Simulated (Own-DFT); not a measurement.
Simulation results for SiC (2H silicon carbide, strained, atoms displaced)

All values are calculated (Own-DFT development build). A calculation, not a measurement: plane-wave PBE density functional theory by an unreviewed code, no spin, of a simulated periodic cell, stress positive in tension, free energy of the whole cell less one offset for each atom, forces on such cells passed a denser k mesh, this cell's mesh not checked; offsets are fitted by least squares, one for each functional and potential file, so energies compare only between cells with the same atoms and settings and are not formation energies; the far tail of each file's local potential was reset to the Coulomb form; each entry is a single point on an unrelaxed cell, so the pressure reflects the starting lattice, mostly measured values (interpolated for alloys), from which strain is counted, and rises with the displacements; printed positions are rounded, which can move forces by about a meV/angstrom; the program, named Own-DFT, is a retired in-house code; no spin-orbit coupling.

Settings shared by all entries: functional PBE; potential files PseudoDojo norm-conserving, scalar-relativistic, standard set; wave cutoff 42 hartree; occupations Fermi-Dirac; smearing width 0.1 eV; hardware one NVIDIA H100; k mesh 5 x 5 x 3 centred on Gamma.

```json
{"entry": 1, "formula": "SiC", "kind": "2H silicon carbide, strained, atoms displaced", "structure": {"cell_angstrom": [[6.0883, 0.0784, 0.0921], [-2.9763, 5.3847, -0.1384], [0.1504, -0.1742, 9.9439]], "atoms_fractional": [["Si", 0.99023, 0.00297, 0.99959], ["Si", 0.18239, 0.34787, 0.24259], ["C", 0.01959, 0.02325, 0.19407], ["C", 0.16621, 0.34373, 0.44224], ["Si", 0.99976, 0.98962, 0.49576], ["Si", 0.15265, 0.32304, 0.74938], ["C", 0.00043, 0.00115, 0.67811], ["C", 0.17117, 0.33346, 0.93928], ["Si", 0.98697, 0.49877, 0.99357], ["Si", 0.17034, 0.82689, 0.24918], ["C", 0.9893, 0.4956, 0.18824], ["C", 0.16838, 0.82999, 0.43724], ["Si", 0.98853, 0.49815, 0.5], ["Si", 0.17577, 0.84196, 0.75981], ["C", 0.01458, 0.50327, 0.68359], ["C", 0.16518, 0.82868, 0.92791], ["Si", 0.50097, 0.00546, 0.00668], ["Si", 0.66002, 0.32492, 0.25507], ["C", 0.5101, 0.01037, 0.18378], ["C", 0.65138, 0.3289, 0.43698], ["Si", 0.49793, 0.99481, 0.50389], ["Si", 0.66418, 0.32836, 0.75363], ["C", 0.48799, 0.99459, 0.69176], ["C", 0.6707, 0.33594, 0.94056], ["Si", 0.49066, 0.50029, 0.98894], ["Si", 0.68883, 0.8339, 0.25478], ["C", 0.49192, 0.50644, 0.19394], ["C", 0.67402, 0.8401, 0.44564], ["Si", 0.49654, 0.49053, 0.49308], ["Si", 0.6777, 0.84954, 0.74827], ["C", 0.47695, 0.48569, 0.69497], ["C", 0.66928, 0.82379, 0.9392]]}, "results": {"free_energy_of_cell_above_offsets [eV]": "-1.481", "pressure [GPa]": 7.87, "stress_xx [GPa]": -11.25, "stress_yy [GPa]": 2.63, "stress_zz [GPa]": -14.97, "stress_yz [GPa]": -5.92, "stress_xz [GPa]": 4.99, "stress_xy [GPa]": 3.13, "force_element": ["Si", "Si", "C", "C", "Si", "Si", "C", "C", "Si", "Si", "C", "C", "Si", "Si", "C", "C", "Si", "Si", "C", "C", "Si", "Si", "C", "C", "Si", "Si", "C", "C", "Si", "Si", "C", "C"], "force_x [eV/angstrom]": [1.699, -2.787, 0.165, 0.614, -0.457, 0.767, 0.342, -2.072, 1.673, -0.084, 0.264, 0.73, 0.575, -1.409, -2.707, -0.126, 0.101, -0.356, 0.131, 2.846, -1.011, -0.383, 1.525, -0.943, 1.322, -1.921, 3.255, 0.293, -2.864, -0.444, 2.467, -1.206], "force_y [eV/angstrom]": [0.013, -0.634, -2.582, -1.686, 2.608, 0.521, -0.67, -1.201, 0.974, 0.935, 0.749, -0.727, 0.368, -1.308, 0.108, 0.434, -0.533, 1.184, -1.869, -1.435, 0.579, 1.104, 1.311, -1.497, 0.423, 0.906, 1.143, -1.593, 1.831, -2.708, 1.736, 1.515], "force_z [eV/angstrom]": [0.699, 2.8, -1.349, -1.887, -0.049, -0.534, 2.567, -0.618, 1.456, -0.358, -0.68, -0.221, -0.181, -5.403, 1.651, 5.922, -2.575, -1.61, 2.504, 0.633, -0.151, -1.453, -0.233, -0.401, 2.268, -0.538, -2.034, -1.363, 2.95, -0.206, -1.139, -0.464], "wall_time [s]": 122.6}}
{"entry": 2, "formula": "SiC", "kind": "2H silicon carbide, strained, atoms displaced", "structure": {"cell_angstrom": [[6.2704, 0.0209, 0.1104], [-3.1171, 5.3549, 0.0304], [0.1803, 0.1614, 10.0348]], "atoms_fractional": [["Si", 0.00343, 0.00556, 0.00146], ["Si", 0.15185, 0.32341, 0.2585], ["C", 0.00405, 0.99098, 0.18033], ["C", 0.15563, 0.32841, 0.44263], ["Si", 0.99932, 0.00493, 0.50638], ["Si", 0.15207, 0.31568, 0.75071], ["C", 0.99566, 0.00811, 0.68324], ["C", 0.16883, 0.33416, 0.94284], ["Si", 0.99854, 0.49517, 0.99961], ["Si", 0.17087, 0.84603, 0.25121], ["C", 0.99213, 0.50051, 0.19449], ["C", 0.18189, 0.8283, 0.43252], ["Si", 0.98727, 0.50154, 0.50719], ["Si", 0.15781, 0.82274, 0.75403], ["C", 0.98537, 0.48122, 0.68171], ["C", 0.17711, 0.84336, 0.93848], ["Si", 0.50352, 0.99746, 0.00239], ["Si", 0.67855, 0.34096, 0.25152], ["C", 0.48198, 0.98722, 0.19381], ["C", 0.65807, 0.33986, 0.44497], ["Si", 0.50064, 0.01173, 0.49219], ["Si", 0.67577, 0.34279, 0.74529], ["C", 0.50025, 0.00248, 0.68077], ["C", 0.68374, 0.34785, 0.9314], ["Si", 0.49325, 0.49798, 0.00473], ["Si", 0.65966, 0.81207, 0.24435], ["C", 0.50898, 0.50556, 0.18676], ["C", 0.65241, 0.83828, 0.43517], ["Si", 0.51111, 0.50757, 0.50507], ["Si", 0.64856, 0.81852, 0.74746], ["C", 0.49298, 0.50074, 0.67909], ["C", 0.68384, 0.84748, 0.93579]]}, "results": {"free_energy_of_cell_above_offsets [eV]": "-1.872", "pressure [GPa]": 2.01, "stress_xx [GPa]": 4.6, "stress_yy [GPa]": 0.51, "stress_zz [GPa]": -11.13, "stress_yz [GPa]": 4.33, "stress_xz [GPa]": 5.79, "stress_xy [GPa]": 0.48, "force_element": ["Si", "Si", "C", "C", "Si", "Si", "C", "C", "Si", "Si", "C", "C", "Si", "Si", "C", "C", "Si", "Si", "C", "C", "Si", "Si", "C", "C", "Si", "Si", "C", "C", "Si", "Si", "C", "C"], "force_x [eV/angstrom]": [0.57, 0.598, -1.541, 0.514, 0.021, 0.394, 0.606, 0.066, -0.39, -0.786, 2.044, -2.768, 1.548, 0.403, 1.514, -0.054, -0.252, -2.156, 3.061, 1.463, 0.025, -2.135, -0.623, -1.277, 1.546, -0.672, -0.843, 2.593, -2.98, 0.241, 0.375, -1.104], "force_y [eV/angstrom]": [-0.953, 0.564, 1.022, 0.887, -1.123, 1.842, -2.681, 0.476, 1.205, -2.36, 0.379, 0.684, -0.144, 1.103, 2.194, -0.931, 1.036, -1.528, 1.963, 0.7, -1.537, -2.096, -0.455, -0.988, 0.726, 3.085, -2.817, -0.34, 0.29, 2.006, -0.706, -1.501], "force_z [eV/angstrom]": [-1.147, -1.124, 2.269, 0.072, -2.795, -0.164, 2.423, -1.091, 0.732, 0.037, -1.29, 1.719, -3.268, -1.642, 2.758, 0.238, -0.597, 0.486, -1.51, -1.753, 1.302, 0.439, 1.227, 1.257, -1.509, 1.462, 0.492, -0.139, -2.801, -0.195, 3.784, 0.327], "wall_time [s]": 124.6}}
{"entry": 3, "formula": "SiC", "kind": "2H silicon carbide, strained, atoms displaced", "structure": {"cell_angstrom": [[6.2791, -0.0746, 0.1007], [-3.2042, 5.3221, 0.0402], [0.1645, 0.1707, 9.9118]], "atoms_fractional": [["Si", 0.9825, 0.97708, 0.99918], ["Si", 0.16364, 0.32245, 0.24957], ["C", 0.98723, 0.99671, 0.18769], ["C", 0.15305, 0.33282, 0.4377], ["Si", 0.99373, 0.99432, 0.49766], ["Si", 0.16431, 0.33827, 0.7461], ["C", 0.99088, 0.99547, 0.68133], ["C", 0.17791, 0.34166, 0.93393], ["Si", 0.00284, 0.50137, 0.01089], ["Si", 0.17343, 0.84098, 0.24531], ["C", 0.99272, 0.50693, 0.19045], ["C", 0.15682, 0.8391, 0.44005], ["Si", 0.99525, 0.49299, 0.50198], ["Si", 0.1546, 0.82947, 0.74685], ["C", 0.98402, 0.4908, 0.68615], ["C", 0.16468, 0.84562, 0.93978], ["Si", 0.50243, 0.01201, 0.99685], ["Si", 0.67092, 0.34377, 0.25351], ["C", 0.47715, 0.99388, 0.18248], ["C", 0.67474, 0.32752, 0.43653], ["Si", 0.49747, 0.00831, 0.498], ["Si", 0.66378, 0.33002, 0.74468], ["C", 0.49958, 0.00537, 0.68373], ["C", 0.67025, 0.32826, 0.93348], ["Si", 0.4959, 0.50347, 0.00206], ["Si", 0.66615, 0.83414, 0.25143], ["C", 0.50742, 0.51548, 0.18639], ["C", 0.65975, 0.81981, 0.44131], ["Si", 0.50201, 0.50649, 0.50108], ["Si", 0.67808, 0.82419, 0.75031], ["C", 0.50432, 0.5122, 0.68401], ["C", 0.66396, 0.82551, 0.93558]]}, "results": {"free_energy_of_cell_above_offsets [eV]": "-1.992", "pressure [GPa]": 8.06, "stress_xx [GPa]": 3.33, "stress_yy [GPa]": -10.21, "stress_zz [GPa]": -17.29, "stress_yz [GPa]": 6.24, "stress_xz [GPa]": 6.93, "stress_xy [GPa]": -7.65, "force_element": ["Si", "Si", "C", "C", "Si", "Si", "C", "C", "Si", "Si", "C", "C", "Si", "Si", "C", "C", "Si", "Si", "C", "C", "Si", "Si", "C", "C", "Si", "Si", "C", "C", "Si", "Si", "C", "C"], "force_x [eV/angstrom]": [0.002, -0.916, 1.463, 1.783, -0.72, -0.021, 1.73, -1.453, -0.073, -3.183, 1.908, 1.656, -0.245, 0.822, 1.923, 1.1, -0.039, -1.227, 4.05, -1.722, 0.248, -1.426, 0.152, -0.434, 1.068, -1.783, -0.099, -0.86, -0.176, -3.068, 0.317, -0.776], "force_y [eV/angstrom]": [2.871, 1.65, 0.305, 0.0, 0.33, -0.388, 1.19, -0.996, -0.186, -1.416, -0.605, -0.496, 1.11, 0.498, 1.175, -1.534, -2.093, -1.191, 2.372, 1.74, -2.472, -0.355, -1.374, 2.439, -1.617, 0.244, -1.96, 2.97, -2.755, 1.32, -2.089, 1.313], "force_z [eV/angstrom]": [-0.193, -0.201, -0.22, 0.128, -0.334, 0.25, 1.231, 1.233, -3.529, 1.87, 0.848, -0.938, -1.009, 0.203, 0.315, -0.651, -0.456, -1.273, 0.684, 0.259, 0.321, 0.921, 0.966, 0.725, -1.122, 0.321, 0.934, -1.42, -0.617, -0.291, 0.697, 0.348], "wall_time [s]": 119.1}}
{"entry": 4, "formula": "SiC", "kind": "2H silicon carbide, strained, atoms displaced", "structure": {"cell_angstrom": [[6.1066, -0.0647, -0.0262], [-3.1094, 5.2855, 0.0874], [-0.0428, 0.1401, 10.0789]], "atoms_fractional": [["Si", 0.98145, 0.9957, 0.99237], ["Si", 0.1687, 0.33883, 0.25363], ["C", 0.00146, 0.00168, 0.18866], ["C", 0.1601, 0.32022, 0.4394], ["Si", 0.00314, 0.01052, 0.49376], ["Si", 0.17419, 0.32771, 0.74843], ["C", 0.00075, 0.00535, 0.68368], ["C", 0.17863, 0.34677, 0.93652], ["Si", 0.98743, 0.49864, 0.9967], ["Si", 0.17162, 0.83205, 0.2505], ["C", 0.99687, 0.50771, 0.1849], ["C", 0.15422, 0.83399, 0.44045], ["Si", 0.99366, 0.48147, 0.49609], ["Si", 0.16304, 0.84245, 0.74589], ["C", 0.00266, 0.49709, 0.68367], ["C", 0.15937, 0.83068, 0.93699], ["Si", 0.5067, 0.00858, 0.99792], ["Si", 0.6502, 0.33144, 0.24816], ["C", 0.49136, 0.00525, 0.19945], ["C", 0.67545, 0.33925, 0.44544], ["Si", 0.48144, 0.99339, 0.50105], ["Si", 0.66333, 0.31851, 0.75329], ["C", 0.49276, 0.00649, 0.69006], ["C", 0.66276, 0.33483, 0.93689], ["Si", 0.50256, 0.51246, 0.98998], ["Si", 0.67965, 0.83253, 0.24646], ["C", 0.49516, 0.49626, 0.18383], ["C", 0.65899, 0.83773, 0.43747], ["Si", 0.4998, 0.49052, 0.49765], ["Si", 0.67352, 0.82275, 0.74264], ["C", 0.50626, 0.50698, 0.68088], ["C", 0.661, 0.83801, 0.92605]]}, "results": {"free_energy_of_cell_above_offsets [eV]": "-2.404", "pressure [GPa]": 11.02, "stress_xx [GPa]": -11.54, "stress_yy [GPa]": -16.53, "stress_zz [GPa]": -5.0, "stress_yz [GPa]": 3.89, "stress_xz [GPa]": -1.14, "stress_xy [GPa]": -7.18, "force_element": ["Si", "Si", "C", "C", "Si", "Si", "C", "C", "Si", "Si", "C", "C", "Si", "Si", "C", "C", "Si", "Si", "C", "C", "Si", "Si", "C", "C", "Si", "Si", "C", "C", "Si", "Si", "C", "C"], "force_x [eV/angstrom]": [2.752, -1.032, 0.566, 0.478, -0.909, -1.429, 0.359, -2.029, 2.068, -2.413, 0.271, 0.638, 0.458, 0.68, 0.013, -0.375, -1.785, 2.058, 3.174, -2.175, 1.422, 0.165, 1.586, -0.512, 0.535, -2.575, -0.355, 0.388, -0.076, -2.458, 0.629, -0.121], "force_y [eV/angstrom]": [1.287, -0.614, 0.625, 3.503, -4.114, 1.705, -0.037, -1.67, 0.628, -0.452, -1.274, -1.029, 2.464, -2.13, -0.062, 1.131, -1.587, 0.938, -0.572, -1.785, 0.602, 2.489, -1.814, 0.415, -1.234, -0.013, 1.376, -0.731, 1.708, 1.727, -1.912, 0.43], "force_z [eV/angstrom]": [1.397, -1.538, -1.158, -1.561, 1.569, -0.003, -0.401, -0.569, 0.55, 0.539, 0.563, -0.983, 1.708, 0.63, 0.828, -0.422, 1.065, 1.26, -3.07, -2.572, 0.193, -1.463, -0.946, -0.285, 1.934, 1.372, -0.388, -0.134, 0.191, -0.327, 1.057, 0.962], "wall_time [s]": 125.8}}
{"entry": 5, "formula": "SiC", "kind": "2H silicon carbide, strained, atoms displaced", "structure": {"cell_angstrom": [[6.2379, 0.0791, 0.0311], [-3.0504, 5.3904, -0.1116], [0.0509, -0.1811, 10.1938]], "atoms_fractional": [["Si", 0.99065, 0.99734, 0.99859], ["Si", 0.1681, 0.32392, 0.24334], ["C", 0.99832, 0.00207, 0.18678], ["C", 0.16915, 0.34159, 0.44047], ["Si", 0.98216, 0.99137, 0.49692], ["Si", 0.16203, 0.32876, 0.76222], ["C", 0.99398, 0.00666, 0.68384], ["C", 0.15225, 0.32485, 0.93097], ["Si", 0.98425, 0.5079, 0.00469], ["Si", 0.16661, 0.84155, 0.24502], ["C", 0.00149, 0.49434, 0.18711], ["C", 0.16099, 0.83616, 0.44159], ["Si", 0.98948, 0.47472, 0.49929], ["Si", 0.16925, 0.82921, 0.75792], ["C", 0.99764, 0.50562, 0.699], ["C", 0.16931, 0.83332, 0.93179], ["Si", 0.48021, 0.98547, 0.00083], ["Si", 0.65452, 0.31521, 0.24737], ["C", 0.49951, 0.97714, 0.1783], ["C", 0.66288, 0.33453, 0.43995], ["Si", 0.49922, 0.99928, 0.50928], ["Si", 0.66713, 0.34414, 0.74843], ["C", 0.51675, 0.0112, 0.69386], ["C", 0.66052, 0.33007, 0.93894], ["Si", 0.48715, 0.48904, 0.00537], ["Si", 0.67266, 0.82964, 0.2569], ["C", 0.49403, 0.48947, 0.18615], ["C", 0.6614, 0.83838, 0.43515], ["Si", 0.48522, 0.49167, 0.49754], ["Si", 0.66899, 0.83647, 0.7402], ["C", 0.5079, 0.4957, 0.68687], ["C", 0.68776, 0.84705, 0.93602]]}, "results": {"free_energy_of_cell_above_offsets [eV]": "-2.011", "pressure [GPa]": -2.81, "stress_xx [GPa]": 2.56, "stress_yy [GPa]": 7.22, "stress_zz [GPa]": -1.34, "stress_yz [GPa]": -5.61, "stress_xz [GPa]": 0.5, "stress_xy [GPa]": 4.65, "force_element": ["Si", "Si", "C", "C", "Si", "Si", "C", "C", "Si", "Si", "C", "C", "Si", "Si", "C", "C", "Si", "Si", "C", "C", "Si", "Si", "C", "C", "Si", "Si", "C", "C", "Si", "Si", "C", "C"], "force_x [eV/angstrom]": [1.133, -0.958, 0.132, 0.415, 1.691, -0.125, 1.151, 0.49, 1.296, 1.23, -1.037, 0.757, -1.711, -0.707, 0.975, -1.107, 2.729, 0.945, -1.198, 0.23, -1.664, 1.428, -1.8, -0.75, 0.289, -0.965, 0.464, 0.088, 1.207, 1.109, -2.667, -3.068], "force_y [eV/angstrom]": [1.046, 1.686, -1.035, -2.401, 1.126, 0.525, -0.548, 0.734, -1.297, -1.516, 0.321, -0.783, 3.486, 1.282, -0.904, -0.436, 1.462, 0.513, 0.914, -1.235, 0.374, -0.66, -0.941, -0.249, 1.126, -0.495, 0.186, -1.088, 0.923, -0.369, 0.79, -2.536], "force_z [eV/angstrom]": [-0.232, 1.471, -0.238, -1.835, 0.986, -4.443, 0.538, 4.721, -1.382, 1.58, 0.387, -0.747, 1.275, -3.284, -1.687, 2.958, -1.68, 0.096, 2.272, -0.746, -1.243, 1.551, -0.647, 0.231, -2.223, -2.177, 1.231, 1.064, 0.982, 2.182, -0.483, -0.478], "wall_time [s]": 126.2}}
{"entry": 6, "formula": "SiC", "kind": "2H silicon carbide, strained, atoms displaced", "structure": {"cell_angstrom": [[6.132, -0.0811, 0.0895], [-3.1362, 5.4678, -0.1039], [0.1462, -0.1116, 10.0662]], "atoms_fractional": [["Si", 0.98792, 0.98813, 0.99697], ["Si", 0.16891, 0.32944, 0.25557], ["C", 0.01215, 0.00575, 0.18752], ["C", 0.16842, 0.34454, 0.4355], ["Si", 0.99325, 0.9909, 0.50241], ["Si", 0.16093, 0.31183, 0.75687], ["C", 0.00478, 0.01563, 0.68604], ["C", 0.16859, 0.32646, 0.94494], ["Si", 0.00676, 0.50404, 0.01039], ["Si", 0.1666, 0.83701, 0.24917], ["C", 0.98836, 0.48241, 0.18962], ["C", 0.16711, 0.82236, 0.43151], ["Si", 0.00077, 0.49262, 0.50511], ["Si", 0.16456, 0.82991, 0.75501], ["C", 0.9907, 0.49788, 0.68606], ["C", 0.15455, 0.82591, 0.9399], ["Si", 0.49156, 0.99897, 0.99182], ["Si", 0.66462, 0.33164, 0.24836], ["C", 0.50651, 0.00444, 0.19096], ["C", 0.67812, 0.33006, 0.43912], ["Si", 0.49844, 0.00549, 0.49445], ["Si", 0.66861, 0.33948, 0.74436], ["C", 0.51744, 0.99758, 0.68927], ["C", 0.66514, 0.33908, 0.93437], ["Si", 0.50652, 0.50539, 0.00084], ["Si", 0.67178, 0.84405, 0.25549], ["C", 0.48354, 0.48726, 0.18727], ["C", 0.66325, 0.83065, 0.43396], ["Si", 0.50652, 0.51012, 0.50666], ["Si", 0.66215, 0.82298, 0.75256], ["C", 0.51038, 0.49996, 0.68348], ["C", 0.67823, 0.84669, 0.93576]]}, "results": {"free_energy_of_cell_above_offsets [eV]": "-2.612", "pressure [GPa]": 3.03, "stress_xx [GPa]": -5.1, "stress_yy [GPa]": 4.5, "stress_zz [GPa]": -8.5, "stress_yz [GPa]": -3.96, "stress_xz [GPa]": 4.35, "stress_xy [GPa]": -5.99, "force_element": ["Si", "Si", "C", "C", "Si", "Si", "C", "C", "Si", "Si", "C", "C", "Si", "Si", "C", "C", "Si", "Si", "C", "C", "Si", "Si", "C", "C", "Si", "Si", "C", "C", "Si", "Si", "C", "C"], "force_x [eV/angstrom]": [1.586, -1.379, -1.009, 1.565, 0.675, -0.754, 0.894, -0.478, -0.653, 0.367, 1.13, -1.14, -0.163, 0.422, 2.28, 0.751, 0.701, -1.007, -0.299, -2.043, 0.669, 0.252, -2.27, 0.772, -0.398, 0.26, 2.146, 0.28, 0.013, 0.393, -1.408, -2.155], "force_y [eV/angstrom]": [2.343, 0.063, -1.077, -1.74, 1.252, 3.842, -3.626, 0.342, -1.451, -1.071, 2.067, 0.59, 1.148, 0.126, 0.796, -0.265, 1.36, 0.029, -0.773, 0.486, -0.789, -1.502, -0.007, -0.36, -0.415, -1.358, 2.284, 0.221, -1.139, 1.118, -0.23, -2.262], "force_z [eV/angstrom]": [1.959, -1.133, 0.034, 1.847, -1.486, -0.132, 0.439, -1.013, -2.066, -0.455, 0.491, 1.89, -1.308, -1.768, 1.179, 0.016, 1.534, 0.727, -1.279, -0.29, 1.034, 1.206, -0.321, 0.327, 0.257, -2.138, 0.207, 1.993, -2.975, -0.975, 2.099, 0.098], "wall_time [s]": 121.0}}
```
